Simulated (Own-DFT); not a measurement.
# How strain changes the stress of diamond-structure SiGeSn with randomly placed atoms, 64 atoms (Ge44Si16Sn4)

Calculated results; nothing here was measured. They come from Own-DFT, an in-house plane-wave density functional program, since retired, whose code no person has reviewed. Each row is one single-point run on a periodic cell that was not relaxed, without spin or spin-orbit coupling.

Settings of every run: PBE; PseudoDojo norm-conserving scalar-relativistic files; cutoff 49 hartree; 3 x 3 x 3 k mesh centred on Gamma; Fermi-Dirac smearing of 0.1 eV.

Known limits: forces on such cells moved up to 12 meV/angstrom on a denser k mesh; stress not checked against mesh or cutoff.

Unstrained cell vectors in Å: (11.306, 0.000, 0.000); (0.000, 11.306, 0.000); (0.000, 0.000, 11.306). The unstrained cell has measured lattice constants (interpolated for alloys), not those of this functional. That, the random moves and any unrelaxed bonds set the pressure at no strain. Each run strains this cell uniformly, with the atoms carried along. Every atom was also moved at random, by a Gaussian of width 0.05 Å on each axis. The random placing of the alloy's atoms differs from row to row. Strain is the symmetric tensor, in per cent. Stress is positive in tension, and the pressure is minus a third of its trace.

```
run  e_xx (%)  e_yy (%)  e_zz (%)  s_xx (GPa)  s_yy (GPa)  s_zz (GPa)  P (GPa)  E (meV/atom)
  1      1.25      1.25      0.00       -2.14       -2.23       -3.13     2.50          15.2
  2      0.75      0.75      0.00       -2.89       -3.07       -3.54     3.17          15.6
  3     -1.75     -1.75      0.00       -7.81       -7.93       -6.59     7.44          52.5
  4     -1.00     -1.00      0.00       -5.93       -5.89       -5.33     5.72          17.6
  5     -2.75     -2.75      0.00      -10.24      -10.06       -8.23     9.51          81.1
  6     -0.25     -0.25      0.00       -4.80       -4.91       -4.80     4.84          27.8
  7      1.75      1.75      0.00       -1.20       -1.30       -2.38     1.63           0.0
  8     -1.25     -1.25      0.00       -6.74       -6.69       -6.01     6.48          37.1
  9     -0.50     -0.50      0.00           ?           ?           ?        ?             ?
```

E is the free energy for each atom above the lowest run shown.

## Worked fit

The change of volume is close to e_xx + e_yy + e_zz. A straight line through the runs shown gives P = 4.49 - 85 x (fractional change of volume) GPa, with an error of 3 on the slope and a scatter of 0.27 GPa. The strain isn't the same on all axes, but the crystal is cubic, so the slope still estimates the bulk modulus, averaged over pressures from 1.6 to 9.5 GPa.

## Withheld run

Question: what pressure should run 9 give? Its volume changes by -1.00 %.

The line gives 5.3 GPa. The calculation gave 5.47 GPa.
